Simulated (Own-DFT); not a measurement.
Hf36O71 (tetragonal hafnia with one neutral oxygen vacancy, atoms displaced) (calculated)

Computed with Own-DFT development build. A calculation, not a measurement: plane-wave PBE and HSE06 DFT by an unreviewed code, no spin, of a simulated cell at Gamma alone, so results move with cell size and shape, stress positive in tension, energies less offsets, not probed for a lower state with spin; hafnium file: forces about 75 meV/angstrom off all-electron values; oxygen file: force components 24 meV/angstrom off all-electron in a glass; k mesh not checked against a denser one; forces and stress are PBE's, HSE06 gives the energy alone, and its difference from PBE has offsets of its own; offsets are fitted by least squares, one for each functional and potential file, so energies compare only between cells with the same atoms and settings and are not formation energies; the far tail of each file's local potential was reset to the Coulomb form; each entry is a single point on an unrelaxed cell, so the pressure reflects the starting lattice, taken from the Materials Project, from which strain is counted, and rises with the displacements; printed positions are rounded, which can move forces by about a meV/angstrom; the program is a retired in-house code; no spin-orbit coupling.

Common to all runs: first functional PBE; second functional HSE06; exact exchange share 0.25; screening 0.11 1/bohr; exchange divergence Gygi-Baldereschi; potential files PseudoDojo norm-conserving, scalar-relativistic, made for PBE, standard set; wave cutoff 48 hartree; occupations fixed; k mesh 1 x 1 x 1 centred on Gamma.

```json
{"entry": 1, "formula": "Hf36O71", "kind": "tetragonal hafnia with one neutral oxygen vacancy, atoms displaced", "structure": {"cell_angstrom": [[10.78, 0.0, 0.0], [0.0, 10.78, 0.0], [0.0, 0.0, 10.4493]], "atoms_fractional": [["Hf", 0.99796, 0.9959, 0.99455], ["Hf", 0.16404, 0.16772, 0.25206], ["O", 0.99986, 0.16818, 0.15384], ["O", 0.16733, 0.99907, 0.34776], ["O", 0.00493, 0.16966, 0.40123], ["O", 0.16929, 0.0008, 0.09861], ["Hf", 0.0027, 0.99686, 0.49862], ["Hf", 0.16778, 0.17016, 0.75184], ["O", 0.99717, 0.16962, 0.65047], ["O", 0.16796, 0.00339, 0.84088], ["O", 0.99963, 0.16456, 0.90025], ["O", 0.16383, 0.99614, 0.60083], ["Hf", 0.00227, 0.33583, 0.00052], ["Hf", 0.16606, 0.50324, 0.24821], ["O", 0.00019, 0.49908, 0.1525], ["O", 0.16457, 0.33689, 0.34318], ["O", 0.00476, 0.50201, 0.40547], ["O", 0.16128, 0.33647, 0.09997], ["Hf", 0.99896, 0.33723, 0.49736], ["Hf", 0.16643, 0.50406, 0.75035], ["O", 0.00094, 0.49764, 0.64315], ["O", 0.16963, 0.33292, 0.84295], ["O", 0.00085, 0.49818, 0.90298], ["O", 0.16997, 0.32884, 0.59732], ["Hf", 0.99827, 0.66906, 0.9987], ["Hf", 0.17129, 0.83713, 0.24501], ["O", 0.00323, 0.8325, 0.15255], ["O", 0.16936, 0.67101, 0.35028], ["O", 2e-05, 0.82938, 0.40385], ["O", 0.16558, 0.66944, 0.09925], ["Hf", 0.00033, 0.6641, 0.49641], ["Hf", 0.16726, 0.83468, 0.75075], ["O", 0.00324, 0.83131, 0.65505], ["O", 0.1671, 0.65759, 0.85127], ["O", 0.99928, 0.83237, 0.90181], ["O", 0.16335, 0.66605, 0.59603], ["Hf", 0.33797, 0.99703, 0.99944], ["Hf", 0.50056, 0.16868, 0.2513], ["O", 0.33065, 0.167, 0.15727], ["O", 0.49999, 0.0013, 0.3483], ["O", 0.33244, 0.16515, 0.39865], ["O", 0.49962, 0.99864, 0.10159], ["Hf", 0.33082, 0.00291, 0.50075], ["Hf", 0.50391, 0.17065, 0.75039], ["O", 0.33655, 0.16586, 0.6495], ["O", 0.50131, 0.00616, 0.85209], ["O", 0.33495, 0.16655, 0.90151], ["O", 0.50124, 0.99904, 0.59987], ["Hf", 0.33647, 0.33355, 0.00301], ["Hf", 0.50032, 0.50236, 0.25275], ["O", 0.33135, 0.49819, 0.1581], ["O", 0.50251, 0.33465, 0.34579], ["O", 0.33634, 0.50237, 0.39883], ["O", 0.50071, 0.33359, 0.09591], ["Hf", 0.32789, 0.33545, 0.49766], ["Hf", 0.50526, 0.49846, 0.75015], ["O", 0.32892, 0.50244, 0.65251], ["O", 0.49747, 0.33744, 0.84407], ["O", 0.32951, 0.49999, 0.90103], ["O", 0.49992, 0.33519, 0.5967], ["Hf", 0.32981, 0.66632, 0.0011], ["Hf", 0.49309, 0.82988, 0.24287], ["O", 0.33479, 0.83469, 0.1509], ["O", 0.49966, 0.66607, 0.35409], ["O", 0.33269, 0.83147, 0.40146], ["O", 0.49963, 0.66522, 0.09539], ["Hf", 0.33264, 0.66472, 0.49913], ["Hf", 0.5009, 0.83278, 0.74644], ["O", 0.33095, 0.83593, 0.64878], ["O", 0.49987, 0.66724, 0.84943], ["O", 0.337, 0.83589, 0.90364], ["O", 0.4989, 0.67092, 0.59594], ["Hf", 0.66684, 0.00086, 0.00242], ["Hf", 0.83272, 0.16994, 0.24716], ["O", 0.66572, 0.17093, 0.15056], ["O", 0.83778, 0.99853, 0.34949], ["O", 0.66186, 0.1702, 0.40237], ["O", 0.83028, 0.99944, 0.09994], ["Hf", 0.66549, 0.99816, 0.49892], ["Hf", 0.83424, 0.16432, 0.75338], ["O", 0.66338, 0.1661, 0.65101], ["O", 0.83501, 0.99754, 0.84877], ["O", 0.66797, 0.16505, 0.90027], ["O", 0.8322, 0.00234, 0.59412], ["Hf", 0.66152, 0.3295, 0.00129], ["Hf", 0.83736, 0.50158, 0.24391], ["O", 0.66512, 0.50301, 0.15411], ["O", 0.83112, 0.33585, 0.34928], ["O", 0.66741, 0.49765, 0.40225], ["O", 0.82942, 0.33225, 0.10278], ["Hf", 0.66613, 0.33399, 0.50406], ["Hf", 0.83455, 0.49609, 0.75108], ["O", 0.67032, 0.50323, 0.65288], ["O", 0.83818, 0.33663, 0.84994], ["O", 0.66453, 0.49764, 0.89911], ["O", 0.83378, 0.33264, 0.5986], ["Hf", 0.66445, 0.66508, 0.00037], ["Hf", 0.83398, 0.83206, 0.25198], ["O", 0.66451, 0.83199, 0.15361], ["O", 0.83777, 0.66877, 0.35355], ["O", 0.83285, 0.66201, 0.09662], ["Hf", 0.66938, 0.66288, 0.50259], ["Hf", 0.83763, 0.83333, 0.7457], ["O", 0.66628, 0.83421, 0.65518], ["O", 0.83316, 0.66592, 0.84554], ["O", 0.66671, 0.83729, 0.90321], ["O", 0.83779, 0.67122, 0.59804]]}, "results": {"PBE_energy_of_cell_above_offsets [eV]": "-100.999", "HSE06_less_PBE_above_offsets [eV]": "-0.164", "PBE_pressure [GPa]": 0.66, "PBE_stress_xx [GPa]": -0.81, "PBE_stress_yy [GPa]": -0.08, "PBE_stress_zz [GPa]": -1.09, "PBE_stress_yz [GPa]": -0.24, "PBE_stress_xz [GPa]": 0.39, "PBE_stress_xy [GPa]": 0.03, "force_element": ["Hf", "Hf", "O", "O", "O", "O", "Hf", "Hf", "O", "O", "O", "O", "Hf", "Hf", "O", "O", "O", "O", "Hf", "Hf", "O", "O", "O", "O", "Hf", "Hf", "O", "O", "O", "O", "Hf", "Hf", "O", "O", "O", "O", "Hf", "Hf", "O", "O", "O", "O", "Hf", "Hf", "O", "O", "O", "O", "Hf", "Hf", "O", "O", "O", "O", "Hf", "Hf", "O", "O", "O", "O", "Hf", "Hf", "O", "O", "O", "O", "Hf", "Hf", "O", "O", "O", "O", "Hf", "Hf", "O", "O", "O", "O", "Hf", "Hf", "O", "O", "O", "O", "Hf", "Hf", "O", "O", "O", "O", "Hf", "Hf", "O", "O", "O", "O", "Hf", "Hf", "O", "O", "O", "Hf", "Hf", "O", "O", "O", "O"], "force_x [eV/angstrom]": [0.252, 0.014, -0.352, -0.154, -0.103, -0.464, -0.573, -0.057, 0.378, -0.21, -0.044, 0.356, -0.76, 0.034, 0.092, 0.407, -0.175, 1.226, 0.06, -0.089, -0.247, -0.362, -0.08, -0.672, 0.017, -0.805, -0.591, -0.054, 0.095, 0.099, 0.137, 0.465, -0.187, -0.058, 0.326, 0.629, -0.238, -0.279, 0.56, 0.354, -0.151, 0.175, 0.57, -0.999, -0.269, -0.116, -0.12, -0.231, -1.332, 0.181, 0.529, -0.379, -0.257, -0.386, 0.769, -0.946, 0.99, 0.175, 0.428, -0.398, 0.36, 1.712, -0.71, 0.507, 0.155, -0.675, -0.329, -0.256, 0.144, 0.104, -0.509, 0.459, -0.512, 0.204, -0.119, -0.548, 0.393, 0.732, -0.251, 0.266, 0.977, 0.243, 0.136, 0.321, 1.296, -1.269, 0.25, 0.61, -0.098, 0.455, 0.242, 0.702, -0.298, -0.307, -0.014, -0.343, 0.172, -0.15, 0.313, -0.719, 0.165, -0.036, -0.8, 0.478, 0.134, -0.084, -0.685], "force_y [eV/angstrom]": [1.047, -0.149, -0.127, 0.079, -0.53, -0.286, 0.541, -0.032, -0.214, -0.972, 0.282, 0.225, -0.836, 0.176, 0.195, 0.078, -0.371, -0.06, -0.835, -1.141, -0.113, 0.421, 0.627, 0.021, -0.637, -0.288, 0.012, -0.569, 0.944, -0.193, 0.611, -0.105, 0.444, 2.463, -0.194, 0.039, 1.411, -0.448, 0.469, -0.748, 0.736, 0.073, -0.578, -0.952, -0.126, -0.817, 0.4, -0.223, -0.263, -0.154, 0.154, 0.142, -0.551, 0.023, -0.391, 0.977, -0.037, -0.665, -0.085, 0.429, -0.476, 0.632, -0.286, 0.395, 0.614, 0.095, 0.603, 0.601, -0.221, -0.171, -0.946, -0.225, -0.55, -0.101, -0.248, 0.279, -0.637, 0.046, -0.111, 0.487, 0.292, 0.191, 0.716, -0.296, 0.389, -0.268, 0.039, -0.051, 0.648, 0.264, -0.375, 0.417, -0.017, -0.953, 0.041, 0.18, 0.374, 0.517, -0.276, -0.677, 0.212, 0.778, -0.475, -0.079, 0.079, -0.709, -0.069], "force_z [eV/angstrom]": [1.164, -0.065, -0.374, 0.184, 0.147, -0.679, -0.21, -1.192, 0.547, 0.982, 0.428, -0.533, -0.11, 0.817, -0.378, 0.57, -1.441, -0.614, 0.725, -0.903, 1.265, 0.828, -0.043, -0.462, 0.114, 1.289, -0.375, -0.833, -0.237, -0.176, 0.659, -0.673, -0.061, 0.288, -0.243, 0.559, -0.111, 0.607, -0.651, -0.228, 0.555, -0.195, 0.154, -0.432, 0.228, -0.395, 0.646, -0.29, -0.554, 0.576, -0.989, -0.144, 0.423, 0.137, 0.071, -0.435, -0.119, 0.899, 0.891, 0.103, -0.813, 2.112, -0.931, -0.996, -0.253, 0.52, 0.156, 0.32, 0.737, -0.352, -0.244, 0.495, -0.281, 0.762, -0.157, -0.539, 0.011, -0.338, -0.365, -0.885, 0.352, -0.034, 0.17, 0.518, -0.172, 1.099, -0.356, -0.261, 0.308, -0.676, -0.808, -0.423, -0.146, 0.022, 0.453, 0.127, -0.651, 0.416, 0.547, -0.964, 0.093, -0.454, 0.02, -0.511, 0.237, 0.338, 0.087]}}
{"entry": 2, "formula": "Hf36O71", "kind": "tetragonal hafnia with one neutral oxygen vacancy, atoms displaced", "structure": {"cell_angstrom": [[10.78, 0.0, 0.0], [0.0, 10.78, 0.0], [0.0, 0.0, 10.4493]], "atoms_fractional": [["Hf", 0.99873, 0.98889, 0.99254], ["Hf", 0.15656, 0.1599, 0.25494], ["O", 0.0018, 0.15295, 0.16435], ["O", 0.16456, 0.99268, 0.35712], ["O", 0.98616, 0.1577, 0.40219], ["O", 0.16755, 0.00371, 0.09477], ["Hf", 0.99559, 0.99363, 0.50114], ["Hf", 0.16409, 0.17118, 0.75316], ["O", 0.98122, 0.17229, 0.65327], ["O", 0.17461, 0.0105, 0.83398], ["O", 0.99437, 0.1538, 0.9088], ["O", 0.16606, 0.00706, 0.59485], ["Hf", 0.00239, 0.3263, 0.00779], ["Hf", 0.15794, 0.50145, 0.26094], ["O", 0.00736, 0.49263, 0.14348], ["O", 0.16886, 0.33214, 0.35213], ["O", 0.00367, 0.49487, 0.40489], ["O", 0.16503, 0.3485, 0.09683], ["Hf", 0.99255, 0.33365, 0.49199], ["Hf", 0.16223, 0.50416, 0.74536], ["O", 0.98815, 0.50416, 0.65358], ["O", 0.15617, 0.33601, 0.84167], ["O", 0.00056, 0.51552, 0.9057], ["O", 0.17696, 0.33557, 0.59824], ["Hf", 0.98647, 0.65609, 0.0124], ["Hf", 0.16811, 0.82447, 0.24673], ["O", 0.99442, 0.83695, 0.15831], ["O", 0.1666, 0.67589, 0.34618], ["O", 0.99889, 0.83904, 0.39518], ["O", 0.16671, 0.67293, 0.10475], ["Hf", 0.9904, 0.67168, 0.50884], ["Hf", 0.17038, 0.84125, 0.74097], ["O", 0.00663, 0.83863, 0.65953], ["O", 0.16133, 0.669, 0.84039], ["O", 0.99614, 0.83262, 0.8885], ["O", 0.16788, 0.66811, 0.60692], ["Hf", 0.34186, 0.00032, 0.00244], ["Hf", 0.48983, 0.1634, 0.24934], ["O", 0.33163, 0.16389, 0.15478], ["O", 0.50203, 0.99918, 0.34588], ["O", 0.33209, 0.16333, 0.40511], ["O", 0.50106, 0.01389, 0.08857], ["Hf", 0.32558, 0.99597, 0.50444], ["Hf", 0.50362, 0.16266, 0.7532], ["O", 0.34241, 0.16347, 0.66267], ["O", 0.4843, 0.99823, 0.85165], ["O", 0.34041, 0.15604, 0.91103], ["O", 0.49979, 0.99919, 0.60177], ["Hf", 0.32894, 0.33617, 0.00079], ["Hf", 0.5001, 0.50646, 0.26192], ["O", 0.33209, 0.48718, 0.14723], ["O", 0.49311, 0.32726, 0.35214], ["O", 0.32361, 0.49134, 0.41184], ["O", 0.49837, 0.34139, 0.09884], ["Hf", 0.32759, 0.32996, 0.49592], ["Hf", 0.50012, 0.49615, 0.74402], ["O", 0.33853, 0.50971, 0.63529], ["O", 0.49606, 0.33199, 0.83487], ["O", 0.34163, 0.50833, 0.90244], ["O", 0.51509, 0.33901, 0.60061], ["Hf", 0.34378, 0.66333, 0.98777], ["Hf", 0.51477, 0.83398, 0.25213], ["O", 0.32301, 0.83258, 0.16256], ["O", 0.50101, 0.68593, 0.34904], ["O", 0.33805, 0.83793, 0.39971], ["O", 0.49788, 0.68444, 0.09117], ["Hf", 0.33329, 0.66805, 0.50839], ["Hf", 0.49788, 0.83892, 0.74808], ["O", 0.33671, 0.81781, 0.64609], ["O", 0.51942, 0.67224, 0.84872], ["O", 0.32953, 0.83248, 0.90003], ["O", 0.50438, 0.65934, 0.60687], ["Hf", 0.66168, 0.99317, 0.00983], ["Hf", 0.83967, 0.1694, 0.23826], ["O", 0.64947, 0.16739, 0.15319], ["O", 0.83826, 0.99057, 0.33721], ["O", 0.66066, 0.17406, 0.40403], ["O", 0.84275, 0.00071, 0.10036], ["Hf", 0.67041, 0.00597, 0.49048], ["Hf", 0.8193, 0.16063, 0.75034], ["O", 0.66953, 0.16063, 0.65137], ["O", 0.83417, 0.98235, 0.85712], ["O", 0.64986, 0.16338, 0.9053], ["O", 0.84108, 0.99247, 0.59707], ["Hf", 0.66682, 0.32374, 0.00845], ["Hf", 0.82825, 0.50219, 0.24529], ["O", 0.66481, 0.49925, 0.16288], ["O", 0.83509, 0.3267, 0.33351], ["O", 0.66902, 0.49965, 0.39361], ["O", 0.83708, 0.33462, 0.09587], ["Hf", 0.67458, 0.32675, 0.5087], ["Hf", 0.82651, 0.50725, 0.76926], ["O", 0.67338, 0.5031, 0.65869], ["O", 0.83135, 0.33197, 0.85477], ["O", 0.66614, 0.50122, 0.89946], ["Hf", 0.67479, 0.66842, 0.00488], ["Hf", 0.82137, 0.84405, 0.25191], ["O", 0.67233, 0.83495, 0.13864], ["O", 0.83713, 0.65852, 0.34855], ["O", 0.66478, 0.84224, 0.40227], ["O", 0.83615, 0.65914, 0.09508], ["Hf", 0.64407, 0.66999, 0.50899], ["Hf", 0.83406, 0.84233, 0.75975], ["O", 0.67464, 0.83718, 0.65365], ["O", 0.82476, 0.68273, 0.851], ["O", 0.66985, 0.84415, 0.89421], ["O", 0.82875, 0.66271, 0.58348]]}, "results": {"PBE_energy_of_cell_above_offsets [eV]": "-88.925", "HSE06_less_PBE_above_offsets [eV]": "0.468", "PBE_pressure [GPa]": 5.17, "PBE_stress_xx [GPa]": -5.64, "PBE_stress_yy [GPa]": -3.89, "PBE_stress_zz [GPa]": -5.97, "PBE_stress_yz [GPa]": -1.52, "PBE_stress_xz [GPa]": 0.77, "PBE_stress_xy [GPa]": -0.21, "force_element": ["Hf", "Hf", "O", "O", "O", "O", "Hf", "Hf", "O", "O", "O", "O", "Hf", "Hf", "O", "O", "O", "O", "Hf", "Hf", "O", "O", "O", "O", "Hf", "Hf", "O", "O", "O", "O", "Hf", "Hf", "O", "O", "O", "O", "Hf", "Hf", "O", "O", "O", "O", "Hf", "Hf", "O", "O", "O", "O", "Hf", "Hf", "O", "O", "O", "O", "Hf", "Hf", "O", "O", "O", "O", "Hf", "Hf", "O", "O", "O", "O", "Hf", "Hf", "O", "O", "O", "O", "Hf", "Hf", "O", "O", "O", "O", "Hf", "Hf", "O", "O", "O", "O", "Hf", "Hf", "O", "O", "O", "O", "Hf", "Hf", "O", "O", "O", "Hf", "Hf", "O", "O", "O", "O", "Hf", "Hf", "O", "O", "O", "O"], "force_x [eV/angstrom]": [1.477, 3.254, -0.172, 0.204, 0.533, -0.447, 1.853, -0.097, 1.615, -0.457, 0.262, -0.58, 0.475, 1.75, -2.031, -0.749, 0.22, -0.157, 0.021, -0.215, 0.841, 0.309, -0.751, -2.657, 6.591, -1.793, -0.711, 0.251, -0.722, -0.39, 0.575, -0.14, -1.178, 1.003, 1.082, -0.633, -3.061, -0.4, -1.322, 0.682, -0.211, 0.137, 1.21, -1.174, -1.686, 1.143, -0.678, 0.644, 1.326, -0.997, 0.55, -0.104, 0.766, 0.255, 2.251, 0.264, -0.368, -0.274, -0.199, -1.348, -2.419, -3.809, 4.405, 0.197, -0.007, 1.519, -1.938, 1.422, 0.11, -1.175, 0.32, -2.79, 2.004, -2.087, 3.503, -1.264, 0.878, -2.627, -0.896, 3.231, -0.781, -0.438, 1.325, -2.526, -1.339, 1.029, -0.826, 0.418, -1.103, -0.704, -0.241, 0.516, -0.253, -0.059, 0.477, -2.72, 4.208, -0.836, 0.179, 0.102, -3.298, 6.508, 0.451, -2.103, -0.221, -1.151, -1.043], "force_y [eV/angstrom]": [-1.287, -1.681, 1.807, 1.604, 1.351, 0.163, -0.164, -0.045, 0.756, -1.763, 2.071, -0.119, 0.839, 0.707, 0.587, -1.108, 1.162, -1.889, -1.343, 1.446, -0.794, 0.215, -3.652, -0.259, 3.564, 2.183, -0.415, -3.197, -1.506, -0.965, 0.064, -1.462, -0.446, -0.28, -0.472, -0.33, -1.43, 1.272, 0.605, 0.231, -0.779, -1.323, 0.618, -0.158, 0.48, -0.742, 3.713, -0.406, -0.023, -2.812, 1.343, 1.627, 3.072, -0.293, -0.943, 0.11, -0.592, 0.293, -2.848, -0.045, 2.588, 1.898, 0.887, -3.993, -0.637, -0.625, 0.074, 0.069, 1.029, -0.323, -0.156, 0.45, 0.833, -1.437, 0.45, 4.542, -1.39, 0.549, 0.124, 0.649, 0.096, 6.041, -0.385, 0.518, 0.84, 0.16, 0.659, 1.559, -0.014, -0.894, 1.682, -0.354, -0.084, -0.513, -0.567, 0.202, -3.988, 0.001, 1.34, -1.511, -0.582, -0.206, -2.506, -0.547, -2.702, -0.748, 0.615], "force_z [eV/angstrom]": [1.266, 1.228, -2.325, -0.977, -0.121, -0.464, -0.855, -1.825, 0.411, 0.994, -0.011, 0.882, -2.239, -1.185, 1.21, -0.609, -0.519, -0.164, 1.815, -0.504, 0.319, 1.555, -1.334, 0.507, -1.515, -0.347, -1.0, 2.135, 1.915, -1.145, -1.451, 2.325, -2.09, 0.085, 1.819, -1.635, 0.086, 1.326, -0.089, -0.268, 0.187, 2.227, -1.607, 0.021, -0.501, -0.723, -0.503, -0.658, 0.648, -0.815, 1.558, -0.93, -2.202, -0.81, 0.487, 0.542, 2.546, 1.512, -1.907, -0.282, 2.025, -1.159, -1.472, 1.507, 1.36, 1.304, -0.964, 0.954, 0.092, -0.482, -0.324, 0.716, -2.045, 1.529, -0.434, 2.427, -0.059, -0.258, 1.851, 1.316, -0.872, 1.152, -0.097, 0.314, -0.991, 1.987, -1.872, 1.313, 1.775, 0.494, -1.029, -1.233, -0.747, -0.778, 1.883, -3.031, -0.501, 0.465, -1.377, -0.938, 2.548, -2.073, -3.264, -0.869, 1.015, 1.485, 1.354]}}
```
